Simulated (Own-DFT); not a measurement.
Hf16O31 (monoclinic hafnia with two neutral oxygen vacancies, atoms displaced) (calculated)

A calculation, not a measurement: plane-wave PBE and HSE06 DFT by an unreviewed code, no spin, of a simulated cell at Gamma alone, so results move with cell size and shape, stress positive in tension, energies less offsets, not probed for a lower state with spin; hafnium file: forces about 75 meV/angstrom off all-electron values; oxygen file: force components 24 meV/angstrom off all-electron in a glass; k mesh not checked against a denser one; forces and stress are PBE's, HSE06 gives the energy alone, and its difference from PBE has offsets of its own; offsets are fitted by least squares, one for each functional and potential file, so energies compare only between cells with the same atoms and settings and are not formation energies; the far tail of each file's local potential was reset to the Coulomb form; each entry is a single point on an unrelaxed cell, so the pressure reflects the starting lattice, mostly measured values, from which strain is counted, and rises with the displacements; printed positions are rounded, which can move forces by about a meV/angstrom; the program is a retired in-house code; no spin-orbit coupling. Program: Own-DFT development build.

Settings shared by all entries: first functional PBE; second functional HSE06; exact exchange share 0.25; screening 0.11 1/bohr; exchange divergence Gygi-Baldereschi; potential files PseudoDojo norm-conserving, scalar-relativistic, made for PBE, standard set; wave cutoff 48 hartree; occupations fixed; k mesh 1 x 1 x 1 centred on Gamma.

(1) Hf16O31 (monoclinic hafnia with two neutral oxygen vacancies, atoms displaced)

```xyz
94
Lattice="10.2340 0.0000 0.0000 0.0000 10.3500 0.0000 -1.6955 0.0000 10.4453" Properties=species:S:1:pos:R:3 Hf16O31
Hf     1.1909     0.1488     1.0912
Hf     3.4764     2.8101     1.5149
Hf     3.0406     4.8878     4.0578
Hf     0.8208     2.3632     3.6940
O      0.1208     1.6709     1.7648
O      4.5851     4.4410     0.8884
O      4.0481     3.4696     3.4555
O     -0.4088     0.8637     4.3430
O      1.8646     3.9054     2.5818
O      2.8080     1.3723     0.1198
O      2.3363     1.1876     2.6623
O      1.4616     3.8852     5.1152
Hf     0.4503     0.1633     6.2736
Hf     2.5857     2.8133     6.7335
Hf     2.2136     4.9175     9.2974
Hf    -0.0206     2.3373     8.9171
O     -0.7369     1.6530     7.0307
O      3.7555     4.3227     6.0038
O      3.3496     3.3472     8.6897
O     -1.2533     0.7345     9.5757
O      0.9980     3.8405     7.6902
O      2.0183     1.2812     5.2687
O      1.5000     1.3087     7.8754
O      0.6604     3.8675    10.2777
Hf     1.1391     5.4198     1.0891
Hf     3.4681     7.9074     1.5071
Hf     3.0582    10.0458     4.1766
Hf     0.7725     7.5532     3.6918
O      0.0837     6.8695     1.8728
O      4.1817     8.6852     3.4074
O     -0.3399     6.0714     4.4459
O      1.9251     8.9991     2.4377
O      2.8289     6.4723     0.1792
O      2.4180     6.4370     2.6864
O      1.3409     9.0356     5.1468
Hf     0.4197     5.3435     6.1990
Hf     2.6050     7.9899     6.8494
Hf     2.1513    10.1638     9.4079
Hf     0.0083     7.5000     8.9692
O     -0.8173     6.8696     7.0225
O      3.7413     9.4271     5.9259
O      3.3015     8.6458     8.6122
O     -1.1512     6.0747     9.6593
O      1.0601     9.1236     7.7131
O      1.9393     6.4967     5.2575
O      1.4962     6.5126     7.9565
Hf     6.3304     0.2340     1.0873
Hf     8.4503     2.7752     1.5650
Hf     8.1687     4.9773     4.1328
Hf     5.9454     2.3449     3.6570
O      5.2469     1.7927     1.8331
O      9.7232     4.3481     0.8167
O      9.3756     3.5416     3.4571
O      4.8223     0.8417     4.2692
O      7.0348     3.9170     2.5258
O      7.9508     1.2765     0.0733
O      7.5268     1.2496     2.7202
O      6.5488     3.8726     5.2190
Hf     5.5366     0.2541     6.4201
Hf     7.8587     2.7319     6.7857
Hf     7.2477     4.9847     9.3113
Hf     5.1228     2.3612     8.8688
O      4.3307     1.7363     6.9974
O      8.8976     4.3188     6.0554
O      8.4046     3.5184     8.7078
O      4.0156     0.8392     9.6790
O      6.0978     4.0079     7.8140
O      7.0537     1.4240     5.3359
O      6.5934     1.2335     7.9603
O      5.6869     3.8581    10.3545
Hf     6.3776     5.3914     1.0717
Hf     8.5673     7.9929     1.4858
Hf     8.1830    10.1884     4.0583
Hf     5.9655     7.5032     3.7532
O      5.2453     7.0220     1.8654
O      9.7099     9.5031     0.7830
O      9.2172     8.6035     3.4168
O      4.7651     6.0595     4.5024
O      6.9733     8.9339     2.5225
O      8.0055     6.5145     0.0693
O      7.4659     6.4602     2.7075
O      6.6336     9.0549     5.1903
Hf     5.5762     5.4174     6.2439
Hf     7.7398     8.0404     6.8143
Hf     7.2990    10.1502     9.3539
Hf     5.1397     7.6462     8.9549
O      4.3989     6.8723     7.0394
O      8.8620     9.4174     6.0435
O      8.4436     8.6458     8.6227
O      3.8840     6.0362     9.6036
O      6.1860     9.0561     7.7408
O      6.9580     6.4235     5.2573
O      6.5801     6.4607     7.8904
O      5.7932     9.0127    10.3668
```

```
PBE energy of cell above offsets : -87.474 eV
HSE06 less PBE above offsets     : 0.632 eV
PBE pressure                     : 5.09 GPa
PBE stress xx                    : -5.8 GPa
PBE stress yy                    : -4.99 GPa
PBE stress zz                    : -4.49 GPa
PBE stress yz                    : -0.78 GPa
PBE stress xz                    : 0.08 GPa
PBE stress xy                    : 0.83 GPa
```

Force:
```csv
element,x (eV/Å),y (eV/Å),z (eV/Å)
Hf,1.518,0.241,0.29
Hf,-1.214,0.432,0.227
Hf,-1.222,4.061,2.387
Hf,0.716,-0.231,-0.783
O,-1.788,1.347,0.289
O,0.151,-0.815,-0.049
O,3.884,-3.488,-1.322
O,0.875,0.44,0.668
O,-0.565,-0.114,-1.809
O,-0.344,-0.612,-0.893
O,0.508,0.371,0.491
O,-0.316,-1.361,-0.251
Hf,-0.721,-0.38,0.114
Hf,0.681,0.257,-0.758
Hf,-0.053,0.751,0.726
Hf,-0.249,0.582,0.752
O,-1.01,0.642,-0.016
O,-0.303,-0.655,0.588
O,-0.613,0.526,-0.096
O,2.206,1.81,0.053
O,0.227,0.941,0.138
O,-0.77,1.086,0.712
O,0.447,-0.8,0.85
O,-0.206,-0.649,0.392
Hf,1.683,-1.005,0.319
Hf,0.642,0.507,0.694
Hf,-0.364,1.373,-1.871
Hf,1.334,0.049,0.555
O,-1.307,0.855,-0.504
O,1.331,-1.384,-0.593
O,-1.369,-0.517,-0.631
O,-1.16,0.591,-0.149
O,-0.248,0.609,-1.174
O,-0.383,-0.385,0.273
O,0.601,-0.502,-0.858
Hf,-0.111,1.644,1.777
Hf,0.679,-1.568,-2.145
Hf,0.719,-0.301,-0.597
Hf,-0.597,0.753,-1.106
O,0.398,-0.211,0.29
O,1.266,0.451,1.972
O,1.112,0.532,1.399
O,-1.139,-0.506,-0.042
O,-0.636,0.408,1.02
O,0.061,0.76,0.828
O,0.621,-1.621,0.098
Hf,-0.082,-1.298,-0.155
Hf,2.997,0.696,-1.357
Hf,-0.709,0.24,0.687
Hf,-1,1.063,2.744
O,-0.375,-0.155,-1.27
O,-1.065,-1.007,0.199
O,-0.195,-1.122,-0.815
O,-0.249,-0.201,1.156
O,-0.557,0.186,0.035
O,-0.116,1.183,0.986
O,-0.163,0.207,-0.409
O,0.782,-1.128,-1.645
Hf,-0.435,-1.187,-3.187
Hf,-1.617,2.047,-0.564
Hf,-0.063,0.66,0.335
Hf,-0.52,1.314,0.845
O,0.033,-0.368,0.078
O,-0.145,-0.566,-0.239
O,1.732,-2.146,-0.827
O,-1.51,-0.797,-0.109
O,0.305,-1.263,-0.307
O,0.252,-0.893,0.261
O,1.066,0.062,-0.589
O,0.108,-0.539,0.441
Hf,-0.878,1.054,-0.113
Hf,-0.246,-0.611,0.98
Hf,-1.32,-2.316,2.127
Hf,-1.02,1.459,0.185
O,-0.068,-1.14,-1.371
O,0.257,-0.55,0.733
O,1.2,-0.103,-0.168
O,-1.424,-0.094,-1.988
O,0.04,2.699,-1.163
O,-0.777,0.231,0.34
O,0.946,-1.383,-0.124
O,-0.766,-0.019,-0.65
Hf,-2.066,-1.106,2.049
Hf,0.418,-2.099,-1.288
Hf,-0.242,-0.798,0.005
Hf,-1.409,-2.37,-1.186
O,-1.788,1.551,0.5
O,1.945,2.23,-0.697
O,0.926,-0.407,0.859
O,0.855,0.45,0.548
O,-1.355,1.456,0.475
O,3.007,1.657,0.241
O,1.243,0.017,1.075
O,-0.925,0.288,0.077
```

(2) Hf16O31 (monoclinic hafnia with two neutral oxygen vacancies, atoms displaced)

```xyz
94
Lattice="10.2340 0.0000 0.0000 0.0000 10.3500 0.0000 -1.6955 0.0000 10.4453" Properties=species:S:1:pos:R:3 Hf16O31
Hf     1.2738     0.1910     1.0707
Hf     3.4797     2.8252     1.5232
Hf     3.0283     5.0340     4.1618
Hf     0.8720     2.4146     3.6260
O      0.0890     1.7507     1.7771
O      4.5855     4.3553     0.7216
O      4.1257     3.4197     3.4104
O     -0.3747     0.8225     4.4540
O      1.9618     4.0225     2.5878
O      2.7912     1.3341     0.0478
O      2.3305     1.1466     2.7022
O      1.4711     3.9158     5.1035
Hf     0.3729     0.1962     6.2443
Hf     2.6456     2.8875     6.8206
Hf     2.1239     5.0025     9.3498
Hf    -0.0900     2.3558     8.9234
O     -0.7527     1.7551     7.1274
O      3.8273     4.3247     5.9865
O      3.3565     3.4790     8.6334
O     -1.0748     0.8497     9.6097
O      1.0188     3.8989     7.6806
O      1.8868     1.3493     5.3571
O      1.5204     1.2212     7.8474
O      2.3295     3.8543     0.0037
Hf     1.1630     5.4182     1.1153
Hf     3.5470     7.9012     1.5941
Hf     3.0662    10.1094     4.1083
Hf     0.8411     7.5600     3.6404
O      0.0498     6.8762     1.8513
O      4.1568     8.6515     3.4510
O     -0.3184     6.0506     4.4099
O      1.8260     9.0779     2.4637
O      2.7424     6.4437     0.0684
O      2.3810     6.4236     2.7634
O      1.3649     8.9502     5.1082
Hf     0.3647     5.3927     6.3309
Hf     2.6199     7.9424     6.7523
Hf     2.2117    10.2552     9.3643
Hf    -0.0764     7.5194     8.9380
O     -0.8948     6.8712     7.0227
O      3.7431     9.4456     6.0720
O     -1.1347     6.0800     9.7455
O      1.0427     9.0653     7.6964
O      1.9568     6.4548     5.2956
O      1.5224     6.4614     7.9303
O      0.6539     9.0540    10.2642
Hf     6.3299     0.1839     1.0602
Hf     8.6175     2.7817     1.5960
Hf     8.2177     4.9825     4.1390
Hf     5.8616     2.3988     3.6496
O      5.2130     1.6399     1.8427
O      9.7304     4.3508     0.8056
O      9.2981     3.4292     3.4079
O      4.7287     0.8490     4.4140
O      7.0529     3.9134     2.4730
O      7.8902     1.3838     0.1313
O      7.4855     1.2399     2.7294
O      6.6230     3.8446     5.1223
Hf     5.4035     0.2330     6.2946
Hf     7.8055     2.7205     6.7745
Hf     7.2751     4.9194     9.4648
Hf     4.9542     2.3388     8.9741
O      4.3465     1.6224     7.0722
O      8.9494     4.2939     6.0682
O      8.4604     3.4670     8.6601
O      3.9008     0.9071     9.6343
O      6.2044     3.9033     7.6765
O      7.0636     1.3357     5.2901
O      6.7423     1.3075     8.0601
O      5.6998     3.8959    10.3229
Hf     6.3671     5.3918     1.0624
Hf     8.6114     7.9705     1.6542
Hf     8.1231    10.2473     4.1035
Hf     5.8197     7.5637     3.6638
O      5.2867     6.8301     1.7150
O      9.7845     9.4644     0.7337
O      9.3217     8.6136     3.5176
O      4.8499     5.9448     4.3941
O      7.0193     8.9847     2.5035
O      7.9574     6.5494     0.0915
O      7.4937     6.4352     2.7414
O      6.4689     8.9806     5.0790
Hf     5.4980     5.3820     6.2967
Hf     7.7602     8.0201     6.7991
Hf     7.3374    10.1164     9.3743
Hf     5.0939     7.5205     8.9724
O      4.3803     6.9142     7.0305
O      8.9611     9.4910     6.0783
O      8.4208     8.7988     8.6009
O      3.9122     6.0533     9.6808
O      6.1741     9.0997     7.7125
O      7.0685     6.5050     5.3528
O      6.5737     6.4906     7.9104
O      5.7358     8.9894    10.3283
```

```
PBE energy of cell above offsets : -87.573 eV
HSE06 less PBE above offsets     : 0.509 eV
PBE pressure                     : 5.89 GPa
PBE stress xx                    : -6.99 GPa
PBE stress yy                    : -5.13 GPa
PBE stress zz                    : -5.57 GPa
PBE stress yz                    : -0.05 GPa
PBE stress xz                    : -0.74 GPa
PBE stress xy                    : 1.3 GPa
```

Force:
```csv
element,x (eV/Å),y (eV/Å),z (eV/Å)
Hf,0.202,-0.452,-0.661
Hf,-0.35,0.348,-0.471
Hf,-0.227,-0.948,0.351
Hf,-0.19,-0.381,2.017
O,0.361,-0.185,0.081
O,0.693,-0.942,1.346
O,0.949,-0.424,-0.134
O,0.151,1.479,-1.57
O,-0.978,-1.357,-0.974
O,1.187,0.534,1.035
O,0.562,1.301,-0.034
O,-0.016,-0.872,0.093
Hf,1.05,-0.131,1.592
Hf,-1.11,-1.366,-2.151
Hf,0.152,0.039,0.421
Hf,1.18,0.873,0.232
O,0.047,-0.937,-1.405
O,-0.879,-0.913,0.655
O,-0.479,0.411,0.204
O,-1.803,-0.971,0.604
O,0.456,0.58,0.913
O,1.129,0.642,-1.131
O,0.79,0.569,1.241
O,-0.584,-0.461,-1.019
Hf,1.95,-0.68,0.232
Hf,-1.273,0.907,-3.102
Hf,-2.528,1.252,1.229
Hf,-0.473,0.366,2.094
O,-0.156,0.111,-0.185
O,0.524,-1.685,-1.027
O,-0.302,-0.319,0.002
O,0.845,-0.748,0.105
O,1.074,1.113,1.112
O,0.75,0.913,-1.119
O,1.312,0.572,-0.29
Hf,-0.062,0.09,-0.772
Hf,-0.667,0.116,0.085
Hf,-2.364,-2.177,-1.023
Hf,1.031,2.017,-0.681
O,1.524,-0.518,1.166
O,-0.097,0.502,-0.642
O,-2.26,-0.607,-1.109
O,0.894,-0.044,0.327
O,0.504,0.828,0.737
O,-0.382,-0.485,0.219
O,0.464,-0.542,0.904
Hf,1.237,-1.328,0.091
Hf,-1.368,0.009,-1.523
Hf,-1.694,0.44,1.018
Hf,1.344,0.641,1.597
O,-1.291,0.939,-0.671
O,-0.196,-0.829,0.891
O,1.2,-0.342,0.485
O,-0.154,0.265,-0.259
O,-0.741,-0.099,0.217
O,-0.435,-0.233,0.574
O,0.105,0.166,-0.509
O,-0.035,-0.427,-0.889
Hf,2.688,-2.022,0.467
Hf,-2.147,1.459,-0.183
Hf,-0.422,0.814,-3
Hf,4.555,1.727,-0.996
O,-1.536,1.943,0.671
O,-0.154,-0.091,-0.48
O,0.49,0.264,0.713
O,-0.93,-1.525,1.071
O,-0.454,0.189,0.622
O,-0.262,-0.263,0.414
O,-0.765,-0.147,-0.776
O,-0.004,-0.616,-0.019
Hf,1.614,-1.522,-0.214
Hf,-0.857,0.354,-1.425
Hf,-0.183,-2.284,1.582
Hf,3.779,-0.845,2.208
O,-2.903,2.766,1.338
O,0.059,-0.309,1.403
O,-0.242,0.326,-0.877
O,-0.933,0.704,-1.103
O,-0.815,1.737,-0.393
O,0.052,-0.528,0.79
O,0.288,-0.338,-0.159
O,0.67,0.685,-0.135
Hf,2.523,0.091,0.953
Hf,-2.185,0.095,-2.005
Hf,-1.86,1.937,-0.071
Hf,0.195,0.852,-0.991
O,-1.606,0.562,0.15
O,-1.717,-0.239,-0.607
O,2.958,-3.042,-0.179
O,-0.673,-0.119,-0.851
O,-0.963,0.802,0.163
O,0.301,0.108,-0.351
O,0.988,-0.912,1.291
O,-0.123,0.766,0.465
```

(3) Hf16O31 (monoclinic hafnia with two neutral oxygen vacancies, atoms displaced)

```xyz
94
Lattice="10.2340 0.0000 0.0000 0.0000 10.3500 0.0000 -1.6955 0.0000 10.4453" Properties=species:S:1:pos:R:3 Hf16O31
Hf     1.3603     0.1746     1.0036
Hf     3.3689     2.7729     1.6106
Hf     3.1411     4.9473     4.1521
Hf     0.7938     2.4350     3.7321
O      0.1062     1.7039     1.7341
O      4.6177     4.2727     0.7572
O      4.1884     3.4311     3.3566
O     -0.3943     0.8638     4.5309
O      1.8953     3.9005     2.5344
O      2.8253     1.3506     0.1286
O      2.4112     1.2977     2.7537
O      1.4951     3.9174     5.1989
Hf     0.3593     0.2420     6.3363
Hf     2.5661     2.7097     6.8531
Hf     2.2658     5.0128     9.3358
Hf     0.0960     2.3652     9.0102
O     -0.7857     1.7488     7.0206
O      3.7729     4.3639     5.9360
O      3.2914     3.4497     8.6125
O     -1.2595     0.8516     9.6815
O      1.0427     3.9665     7.7336
O      1.9664     1.3316     5.3370
O      1.5181     1.3017     7.9587
O      0.6037     3.8721    10.2858
Hf     1.2769     5.3075     1.1411
Hf     3.4778     7.9652     1.5515
Hf     2.9295    10.1573     4.1280
Hf     0.8437     7.4664     3.6053
O      0.0368     6.7918     1.7065
O      4.6281     9.3885     0.8092
O      4.1141     8.5791     3.4833
O     -0.3252     5.9880     4.4176
O      1.8062     9.0477     2.4497
O      2.7020     6.6034     0.1618
O      2.4718     6.4849     2.7834
Hf     0.4134     5.3192     6.3349
Hf     2.6416     7.9643     6.7553
Hf     2.1057    10.1364     9.3385
Hf    -0.0176     7.6140     8.8673
O     -0.7236     6.9698     7.1724
O      3.8458     9.4271     6.0428
O      3.2361     8.5728     8.5780
O     -1.2272     6.0691     9.6678
O      1.9856     6.5061     5.2016
O      1.5240     6.4186     7.9088
O      0.6593     9.0302    10.3266
Hf     6.3713     0.2332     1.0819
Hf     8.5284     2.7436     1.5297
Hf     8.2128     4.9627     4.1886
Hf     5.9063     2.2894     3.6509
O      5.2366     1.8124     1.8133
O      9.8097     4.3019     0.7606
O      9.2699     3.5574     3.4030
O      4.8099     0.9135     4.3961
O      7.0284     3.9114     2.4853
O      7.9018     1.2383     0.0588
O      7.4710     1.3345     2.8437
O      6.6180     3.7856     5.1874
Hf     5.5759     0.1713     6.3539
Hf     7.8208     2.7874     6.7968
Hf     7.3325     5.0029     9.4118
Hf     5.0962     2.4666     8.9139
O      4.3078     1.7233     6.9612
O      8.8731     4.3220     6.0060
O      8.4322     3.4216     8.6163
O      3.9117     0.8428     9.5643
O      6.1245     3.9317     7.7738
O      7.0642     1.3618     5.2112
O      6.6934     1.2684     7.9812
O      5.7205     3.8406    10.3713
Hf     6.3207     5.3664     1.0885
Hf     8.5873     7.8645     1.5568
Hf     8.1980    10.0718     4.1624
Hf     5.9274     7.6088     3.6785
O      5.1887     6.9820     1.8195
O      9.7871     9.5207     0.7737
O      9.3104     8.5815     3.3783
O      4.7620     6.0527     4.3804
O      7.1176     9.0321     2.4917
O      7.8729     6.5713     0.0505
O      7.4699     6.3892     2.6956
O      6.5789     8.9399     5.1109
Hf     5.4250     5.3553     6.3136
Hf     7.7419     7.9867     6.7519
Hf     7.2876    10.2182     9.3465
Hf     5.1122     7.5504     8.8936
O      4.2909     6.8194     7.0463
O      8.9118     9.4576     6.0005
O      8.5864     8.6027     8.6004
O      3.9527     6.0727     9.7249
O      6.1528     9.1494     7.7047
O      6.9279     6.5216     5.4365
O      6.6801     6.4512     7.9760
O      5.7676     8.9581    10.3044
```

```
PBE energy of cell above offsets : -87.090 eV
HSE06 less PBE above offsets     : 0.637 eV
PBE pressure                     : 5.55 GPa
PBE stress xx                    : -5.26 GPa
PBE stress yy                    : -4.97 GPa
PBE stress zz                    : -6.41 GPa
PBE stress yz                    : -0.47 GPa
PBE stress xz                    : -0.08 GPa
PBE stress xy                    : 0.64 GPa
```

Force:
```csv
element,x (eV/Å),y (eV/Å),z (eV/Å)
Hf,-3.457,-0.717,1.491
Hf,2.18,0.856,-0.988
Hf,-0.996,0.976,-0.524
Hf,-0.811,-0.476,-0.298
O,-0.23,0.776,1.394
O,-0.287,0.197,0.303
O,0.062,0.225,0.319
O,0.872,1.051,-1.407
O,-0.657,0.008,0.355
O,0.469,-0.004,-0.575
O,-0.555,-0.478,-0.121
O,-0.653,-1.72,-0.925
Hf,0.311,-0.741,-0.197
Hf,1.216,1.535,-2.594
Hf,-1.256,0.518,0.723
Hf,-3.585,1.176,-0.817
O,1.558,-0.748,0.59
O,-0.636,-1.753,1.739
O,1.015,-0.027,0.592
O,2.19,1.523,-1.054
O,-0.208,-1.116,0.716
O,-0.628,-0.034,0.087
O,-0.132,-1.006,0.156
O,0.35,-0.172,0.725
Hf,-0.292,1.785,-1.855
Hf,-0.625,-0.493,-0.08
Hf,1.954,-1.253,0.662
Hf,0.144,0.339,1.274
O,0.599,0.238,1.391
O,1.267,2.047,-0.455
O,0.202,0.869,0.093
O,-0.015,0.627,0.076
O,0.46,0.9,0.731
O,0.939,-1.208,-0.4
O,-0.638,-1.186,-1.127
Hf,-0.077,2.012,-0.476
Hf,-0.659,0.135,-1.601
Hf,2.613,-1.078,-0.055
Hf,0.469,-1.523,2.122
O,-0.705,-1.592,-3.475
O,-0.397,0.531,-0.399
O,0.423,0.569,1.266
O,0.355,-0.171,-0.28
O,-0.654,0.81,1.579
O,0.688,0.027,0.185
O,-0.188,0.893,-0.506
Hf,-1.023,-1.217,-0.473
Hf,0.877,1.022,0.109
Hf,-3.106,0.493,-0.362
Hf,0.77,2.895,2.426
O,-0.55,-1.529,-1.945
O,-1.01,-1.199,0.832
O,2.377,-2.391,-0.618
O,-2.295,-2.255,0.599
O,-0.208,0.171,-0.263
O,-0.15,1.472,1.122
O,1.773,-1.771,-2.563
O,-0.313,0.567,-0.605
Hf,-1.235,1.787,-2.109
Hf,-2.744,0.727,-1.23
Hf,0.556,0.087,-0.717
Hf,-0.094,-1.164,-0.496
O,0.495,0.019,0.762
O,1.348,0.309,1.075
O,1.141,0.107,0.959
O,-0.133,0.071,0.57
O,-0.302,-0.035,0.06
O,0.722,-1.411,2.432
O,-0.645,0.612,-0.911
O,0.061,-0.432,0.024
Hf,0.362,0.313,1.243
Hf,0.187,1.689,-1.7
Hf,-0.864,0.704,-0.639
Hf,-0.558,-1.256,0.415
O,0.556,-1.161,-0.458
O,-0.34,-0.801,0.395
O,1.097,-0.368,0.731
O,0.5,0.083,-0.104
O,-1.449,1.501,-0.04
O,0.363,-1.372,0.711
O,0.294,0.257,0.46
O,0.462,1.534,0.313
Hf,2.206,-0.239,-0.188
Hf,-0.032,-1.442,0.585
Hf,0.633,-2.686,1.02
Hf,-0.125,0.157,0.424
O,0.097,0.35,0.557
O,0.312,0.059,0.419
O,-2.39,2.368,0.26
O,-1.024,-0.17,-1.256
O,0.609,-1.042,0.589
O,1.433,0.15,-0.901
O,-0.297,0.365,0.027
O,-0.341,0.943,0.097
```
